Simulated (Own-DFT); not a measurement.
Simulation results for Al3GaN4 (wurtzite random alloy, strained, atoms displaced)

A calculation, not a measurement: plane-wave PBE density functional theory by an unreviewed code, no spin, of a simulated periodic cell, stress positive in tension, free energy of the whole cell less one offset for each atom, forces on such cells passed a denser k mesh, this cell's mesh not checked; offsets are fitted by least squares, one for each functional and potential file, so energies compare only between cells with the same atoms and settings and are not formation energies; the far tail of each file's local potential was reset to the Coulomb form; each entry is a single point on an unrelaxed cell, so the pressure reflects the starting lattice, mostly measured values, from which strain is counted, and rises with the displacements; printed positions are rounded, which can move forces by about a meV/angstrom; the program is a retired in-house code; no spin-orbit coupling. Program: Own-DFT development build.

Common to all runs: functional PBE; potential files PseudoDojo norm-conserving, scalar-relativistic, standard set with the stringent files for Ga; wave cutoff 96 hartree; occupations Gaussian; smearing width 0.01 eV; k mesh 4 x 4 x 3 centred on Gamma.

(1) 
```xyz
72
Lattice="9.3233 0.0000 0.0000 -4.6616 8.0742 0.0000 0.0000 0.0000 10.0655" Properties=species:S:1:pos:R:3:force_x:R:1:force_y:R:1:force_z:R:1 formula=Al3GaN4 free_energy_of_cell_above_offsets=-22.686 pressure=9.6 stress_xx=-11.11 stress_yy=-9.3 stress_zz=-8.38 stress_yz=-0.71 stress_xz=-0.08 stress_xy=0.3
Al    -0.0648     1.8285    10.0463      0.032     -1.192      1.133
Al     1.4627     0.8445     2.4427      0.868      1.362      0.775
N     -0.0750     1.8081     1.9221      0.125     -1.952     -1.121
N      1.4868     0.9601     4.4354      3.023      -1.67     -1.538
Al     0.0395     1.7104     4.9907     -2.318      2.109      1.283
Al     1.5336     0.9488     7.6478      0.359     -1.088     -2.449
N     -0.0118     1.7401     6.9687      0.348      0.556     -0.685
N      1.5032     0.9304     9.4516      0.671     -0.287      1.256
Al    -1.6673     4.4465     9.9909       4.61      2.194      1.755
Ga     0.0069     3.5491     2.5002     -0.888      1.165      0.007
N     -1.6088     4.4903     1.8161      1.147      0.831      0.254
N      0.0306     3.5976     4.4127      0.013     -1.826      0.369
Ga    -1.4930     4.5125     5.0144     -1.186     -1.044     -0.455
Al     0.0164     3.4992     7.5724     -0.951      1.334      -0.82
N     -1.5519     4.4794     6.8609      0.783      0.426      2.657
N     -0.1013     3.5041     9.4073      1.163      1.723      0.607
Al    -3.0348     7.2031    10.0012     -1.308     -0.882      1.036
Al    -1.5042     6.2459     2.5096     -0.445      0.398     -0.367
N     -3.1257     7.1702     1.9412      0.638     -0.587     -0.747
N     -1.5059     6.2717     4.4254     -0.477      1.691     -1.013
Al    -3.0795     7.1840     4.9990     -0.735     -0.192     -0.124
Al    -1.5585     6.3252     7.5355     -0.487     -0.972     -0.285
N     -3.1750     7.1967     6.8798      1.557      0.545      0.866
N     -1.5018     6.2633     9.4730     -0.461      0.617     -0.644
Al     3.1245     1.7070     0.0276     -0.984      2.173     -0.959
Al     4.6927     0.9037     2.4598     -0.483     -0.103      0.899
N      3.1535     1.8245     1.8243     -1.191     -0.674      2.183
N      4.6759     0.9133     4.4159     -0.254      0.341     -0.172
Al     3.0769     1.8608     5.0266      0.734      -0.71     -0.244
Al     4.5960     0.8918     7.5168      2.093     -0.153      0.488
N      3.1336     1.7404     6.9401     -1.874       0.89     -0.437
N      4.6642     0.9713     9.5183     -1.084     -2.375     -1.776
Al     1.6252     4.4564    10.0641     -2.069      0.811      -0.06
Al     3.0725     3.5867     2.5645      0.212     -0.025     -1.284
N      1.5263     4.5118     1.9017      1.116     -2.595     -1.323
N      3.1436     3.7138     4.4026     -0.563      -2.58      0.418
Ga     1.5437     4.4295     5.1267      0.071      1.075     -1.086
Ga     3.0824     3.6309     7.5794      1.684      -1.22     -0.372
N      1.5632     4.4793     6.9933     -1.656      -0.16      0.357
N      3.0741     3.5950     9.4336      0.434     -1.562      1.336
Al     0.0177     7.1774     0.0166      0.408     -0.249     -0.423
Ga     1.5938     6.2013     2.4865      0.399      1.885      1.163
N      0.0926     7.1540     1.9062     -2.106      0.901     -0.361
N      1.5478     6.2643     4.4551     -0.877      0.056     -0.144
Al     0.0229     7.2062     4.9881     -0.347     -0.078      0.809
Al     1.6003     6.2301     7.5554     -0.982      1.489     -0.108
N     -0.0284     7.1588     6.9658      1.058       0.39     -0.626
N      1.5578     6.2963     9.4140     -0.745     -1.162      0.496
Ga     6.2591     1.6881    10.0129     -1.065      3.149      1.671
Al     7.6135     0.9149     2.5609      3.399     -1.231     -0.396
N      6.2516     1.7963     1.9644      -2.19     -0.125     -1.782
N      7.7938     0.9276     4.3850     -0.267     -1.393      1.082
Al     6.3035     1.7810     5.0588     -1.446       0.46     -0.319
Al     7.7709     0.9290     7.5828     -1.066     -0.652     -0.696
N      6.1895     1.8871     6.9242      0.406     -1.659      0.884
N      7.7168     0.8298     9.4959      2.844      2.156     -2.527
Ga     4.7008     4.4136     0.0180     -0.703      1.237     -0.689
Ga     6.2150     3.5905     2.4786      -0.77      0.522      0.656
N      4.5734     4.4815     1.8870      0.187        0.5      1.175
N      6.2187     3.5218     4.3941     -0.254      0.811      0.888
Al     4.6678     4.4494     5.0389      1.409       0.33      0.662
Al     6.2331     3.6532     7.5092      0.312     -0.594      0.463
N      4.7004     4.4810     7.0012     -0.558      0.954     -1.472
N      6.2989     3.6537     9.4442     -3.332     -3.211     -2.076
Ga     3.0937     7.2198    10.0527      1.158     -3.074      0.196
Al     4.6417     6.2736     2.5818     -0.255     -0.041      -1.62
N      3.0936     7.2225     1.8580      0.925       -0.1       2.03
N      4.6374     6.1921     4.4090      0.195      1.682      0.924
Al     2.9917     7.1462     5.0273      2.617      0.689      0.357
Al     4.6902     6.3070     7.5518     -0.805      -0.39     -0.558
N      3.0909     7.1941     6.9358      0.051     -0.012     -0.025
N      4.7258     6.2870     9.4003      0.133      0.369      0.645
```

Units: free_energy_of_cell_above_offsets in eV; pressure, stress_xx, stress_yy, stress_zz, stress_yz, stress_xz, stress_xy in GPa; force_x, force_y, force_z in eV/Å.

(2) 
```xyz
72
Lattice="9.3233 0.0000 0.0000 -4.6616 8.0742 0.0000 0.0000 0.0000 10.0655" Properties=species:S:1:pos:R:3:force_x:R:1:force_y:R:1:force_z:R:1 formula=Al3GaN4 free_energy_of_cell_above_offsets=-22.265 pressure=9.44 stress_xx=-11.9 stress_yy=-9.78 stress_zz=-6.64 stress_yz=-0.24 stress_xz=-0.37 stress_xy=1.96
Al     0.0615     1.7311     0.0908     -1.569      0.567     -3.135
Ga     1.6154     0.8618     2.5375     -1.453      0.772     -0.384
N     -0.0696     1.7815     1.8725       1.36     -0.805      0.989
N      1.5401     0.8189     4.4115      0.069      1.257      0.704
Al    -0.0180     1.7555     5.0187      0.049      0.669      0.448
Al     1.5621     0.8734     7.4592      0.769     -0.347      1.292
N      0.0740     1.7084     6.9289     -2.373       1.88     -0.442
N      1.5327     0.9561     9.3826       0.73     -1.133      1.016
Al    -1.4712     4.5091     0.0561     -1.568     -0.842     -0.188
Ga     0.0005     3.5642     2.4922      0.573      0.469      0.935
N     -1.5696     4.4245     2.0010     -0.963      1.914     -1.352
N     -0.0344     3.6111     4.4103      3.152     -2.107      0.419
Ga    -1.5278     4.4191     4.9217     -1.522      1.507      2.389
Al    -0.0389     3.5391     7.6061      0.085      0.357      -1.56
N     -1.5678     4.5610     6.9673      0.212     -2.526      0.038
N      0.0261     3.6305     9.4442     -0.117     -1.431      1.436
Al    -3.1878     7.1263     0.0234      2.116      1.369      -2.46
Al    -1.6123     6.3615     2.5418      2.711     -2.337       0.53
N     -2.9575     7.2035     1.7857      -3.29     -0.576      1.701
N     -1.5244     6.2719     4.4704     -2.853      0.213     -2.105
Al    -3.1733     7.1629     4.9604      2.014      -0.65      1.836
Al    -1.5836     6.2607     7.5555      0.913      1.198     -0.187
N     -3.1286     7.1562     6.8990      2.652      1.281     -0.764
N     -1.5736     6.2297     9.4565     -0.085      0.965      0.597
Al     3.0875     1.8466     0.0280      0.175     -1.068      -1.48
Ga     4.5264     0.8958     2.5268      2.905      1.565      0.917
N      3.0953     1.7864     1.8921     -1.302      2.524     -0.977
N      4.6497     0.8987     4.4249     -0.125      0.981      0.951
Al     3.1266     1.7710     5.0405     -0.684       0.45     -0.075
Al     4.7234     0.9431     7.4794     -1.878     -1.721       1.56
N      3.1278     1.7456     6.9247     -0.079      0.545     -0.215
N      4.6008     0.8635     9.4955     -0.444      0.144     -1.121
Al     1.5575     4.4169     0.0261      0.029      1.974      0.091
Al     3.1047     3.6208     2.4335      0.735     -0.728      1.385
N      1.6103     4.5371     2.0136     -0.968     -1.406     -2.751
N      2.9881     3.5568     4.3405      1.571      -0.58      0.439
Al     1.6121     4.5072     5.0802     -1.461      0.104     -0.775
Ga     3.0416     3.6416     7.6051      1.809      -1.13     -0.702
N      1.5421     4.4718     6.9494     -1.354      0.435      -0.22
N      3.1323     3.6689     9.5021      0.035     -1.136      1.239
Al     0.0146     7.1662     0.0499     -0.276      0.019     -0.791
Al     1.5422     6.2392     2.4904     -0.851      1.911      1.884
N      0.0078     7.2930     1.9756      -0.24     -4.649      -1.34
N      1.6184     6.3094     4.4630      0.023     -1.277     -1.117
Ga    -0.0142     7.1382     4.9449      1.482      0.727      1.853
Al     1.5350     6.2616     7.5364      0.776      0.711     -0.025
N      0.0225     7.1720     6.9381     -0.399      0.439      0.578
N      1.5908     6.2605     9.4540     -0.654     -0.425      0.689
Ga     6.1775     1.7510    10.0488      0.662     -0.182      0.698
Al     7.7872     0.9255     2.5041     -2.168     -1.077      0.949
N      6.1746     1.7883     1.9567      0.826     -0.501     -0.082
N      7.7150     0.8723     4.5115      0.718      1.058     -1.462
Al     6.1738     1.7926     5.0994       0.22      0.123     -1.089
Al     7.6587     0.9458     7.5144      2.705     -1.587      0.585
N      6.1875     1.8605     6.9721      0.431      0.137     -0.515
N      7.7786     0.8223     9.4364       0.64      0.375      0.347
Al     4.7075     4.4986     0.0265      0.093     -0.414     -0.519
Al     6.1688     3.5085     2.5283      1.064      0.553      0.642
N      4.7284     4.4417     1.9005     -1.116      1.133      0.148
N      6.1804     3.5936     4.4677      0.296     -1.868     -1.573
Ga     4.6690     4.4727     5.0208     -1.379     -0.291       0.75
Al     6.1741     3.6203     7.6128      2.223     -0.099     -0.335
N      4.7522     4.4300     6.9707     -2.415      1.224     -0.223
N      6.1973     3.5628     9.4526      0.799      1.258      0.731
Al     3.1607     7.0843     0.0308      -2.61       1.88     -0.046
Al     4.6715     6.2766     2.4593     -0.053      -0.17      0.809
N      3.0268     7.1269     1.9659      2.516      1.011     -0.821
N      4.6734     6.2833     4.4800     -0.289      0.045      -2.65
Al     3.1604     7.1790     5.0041     -1.001     -0.026      0.879
Ga     4.7559     6.3309     7.5395     -2.567     -1.381      0.507
N      3.1726     7.1954     6.8931      -1.69     -0.017      0.572
N      4.6191     6.2902     9.5199      1.661     -1.258     -0.053
```

Units: free_energy_of_cell_above_offsets in eV; pressure, stress_xx, stress_yy, stress_zz, stress_yz, stress_xz, stress_xy in GPa; force_x, force_y, force_z in eV/Å.

(3) 
```xyz
72
Lattice="9.3233 0.0000 0.0000 -4.6616 8.0742 0.0000 0.0000 0.0000 10.0655" Properties=species:S:1:pos:R:3:force_x:R:1:force_y:R:1:force_z:R:1 formula=Al3GaN4 free_energy_of_cell_above_offsets=-21.482 pressure=9.89 stress_xx=-11.15 stress_yy=-10.36 stress_zz=-8.17 stress_yz=0.43 stress_xz=-1.22 stress_xy=-1.61
Al    -0.0393     1.7777     0.0237      1.722      0.408     -0.754
Al     1.5364     0.9013     2.5555      1.335     -0.546       -1.3
N      0.0184     1.7826     1.8988     -0.028     -0.486      0.683
N      1.6703     0.8713     4.4485     -3.528      0.712     -1.894
Al    -0.0622     1.8188     4.9788      1.209     -0.142      0.995
Al     1.5474     0.9034     7.5185      0.456     -0.888      0.524
N      0.0685     1.7921     6.8928     -1.547      0.677      0.017
N      1.5851     0.8932     9.4175     -1.385      0.318      0.175
Al    -1.5288     4.4403     0.0061     -1.277       0.61      0.772
Al    -0.0399     3.5322     2.5404      0.509      1.642     -2.456
N     -1.5634     4.4707     1.9925     -0.115      -0.29     -1.823
N      0.0694     3.5654     4.2840     -1.281     -1.951      2.435
Ga    -1.5054     4.4716     5.0856      0.217      0.542     -2.368
Al    -0.0034     3.6478     7.5869      0.132     -1.354      0.194
N     -1.5299     4.4169     6.8668      0.253       1.22        3.8
N      0.0222     3.6447     9.5497      0.384     -1.079     -1.255
Ga    -3.0529     7.1075    10.0582     -2.226      1.816     -0.252
Al    -1.5759     6.2380     2.5173      0.652      0.442      0.518
N     -3.1346     7.1471     1.8496      0.771      1.077      2.015
N     -1.5153     6.2504     4.4184     -1.323      1.519       -0.3
Al    -3.0838     7.2715     5.0243     -0.066     -3.652      0.958
Al    -1.6484     6.2714     7.6179      2.546     -0.657     -2.357
N     -3.0713     7.1327     7.0150     -1.321      1.424      -1.71
N     -1.6451     6.2475     9.4038       3.71     -1.567          1
Al     3.0702     1.7628     9.9776      1.952      0.161      0.553
Ga     4.6433     0.9252     2.5192      1.416     -1.663        0.3
N      3.1787     1.7897     1.8467       -2.7      0.956      0.109
N      4.7673     0.8619     4.4703     -3.196     -0.231     -0.711
Al     2.9932     1.8292     4.9882      4.234      0.005      2.066
Al     4.7980     0.9219     7.5342     -3.473     -2.306     -0.014
N      3.1033     1.6808     6.9228      0.663      0.766      -0.44
N      4.7957     0.8794     9.3882     -2.362     -0.908      0.864
Al     1.6183     4.5436     0.0260     -0.317     -2.436      1.068
Al     3.1427     3.6017     2.5393     -0.619      0.455     -1.279
N      1.4555     4.5556     1.9329      2.075     -2.175     -0.371
N      3.2070     3.5578     4.4215      -1.73     -0.502     -0.917
Ga     1.5029     4.4421     5.0133      1.472      0.704      0.452
Ga     3.1499     3.5473     7.5645     -1.451     -1.056     -0.287
N      1.5365     4.4662     6.9569          0     -1.049      0.168
N      3.1805     3.5737     9.4645     -1.664     -0.144      0.891
Al     0.0012     7.1472    10.0540     -0.327      0.599      0.483
Al     1.5906     6.3032     2.4516     -1.479     -1.154      1.964
N      0.0408     7.0656     1.9305     -1.811      1.643     -1.296
N      1.4402     6.1922     4.3970      1.928      2.156     -0.585
Al    -0.0331     7.1576     5.0240       0.65     -0.229     -0.044
Ga     1.5256     6.2181     7.6292      0.324      1.115     -0.531
N      0.0476     7.1585     6.8841     -1.501      0.295      1.491
N      1.5677     6.2435     9.6149      0.304      1.517     -1.456
Ga     6.2636     1.8197     0.0447     -0.103     -0.588      -0.87
Al     7.8505     0.8986     2.5874     -1.881     -0.036     -0.897
N      6.2313     1.8534     1.8950      1.186       -0.4       2.03
N      7.7410     0.8716     4.4872      0.763       0.79     -1.175
Al     6.1821     1.7459     4.9574      1.115      2.345      1.691
Al     7.7723     0.9268     7.5121     -0.071     -0.525     -0.136
N      6.1270     1.8546     6.9707      3.645     -2.035      -2.46
N      7.8346     0.8769     9.4462     -0.094     -0.685     -0.467
Al     4.6673     4.4558    10.0184      0.484     -0.253      0.682
Al     6.1768     3.6516     2.4905      0.946     -0.671      1.284
N      4.7172     4.5515     1.8479     -1.502     -1.414       0.17
N      6.3162     3.5937     4.4696     -2.895     -1.136     -1.305
Al     4.5982     4.4467     5.0541      2.934       1.73      0.104
Ga     6.1551     3.5657     7.4972      2.016      0.957      1.131
N      4.6550     4.4030     6.9627     -0.806      2.186      -1.78
N      6.1756     3.5745     9.4374      1.506      1.204      0.466
Al     3.1382     7.1576     0.0540     -0.278      0.513     -0.695
Al     4.6442     6.2816     2.3436      0.299       0.32      2.741
N      3.0685     7.1644     1.9454      1.484      1.511     -0.594
N      4.6830     6.3089     4.4349     -0.468     -0.083     -0.711
Al     3.0526     7.2038     4.9873      0.077     -2.633      0.174
Ga     4.6100     6.2709     7.5684      0.687     -0.277     -0.476
N      3.0916     7.1096     6.8673     -0.583      1.916      0.693
N      4.6403     6.2026     9.4931     -0.644      0.948      0.308
```

Units: free_energy_of_cell_above_offsets in eV; pressure, stress_xx, stress_yy, stress_zz, stress_yz, stress_xz, stress_xy in GPa; force_x, force_y, force_z in eV/Å.
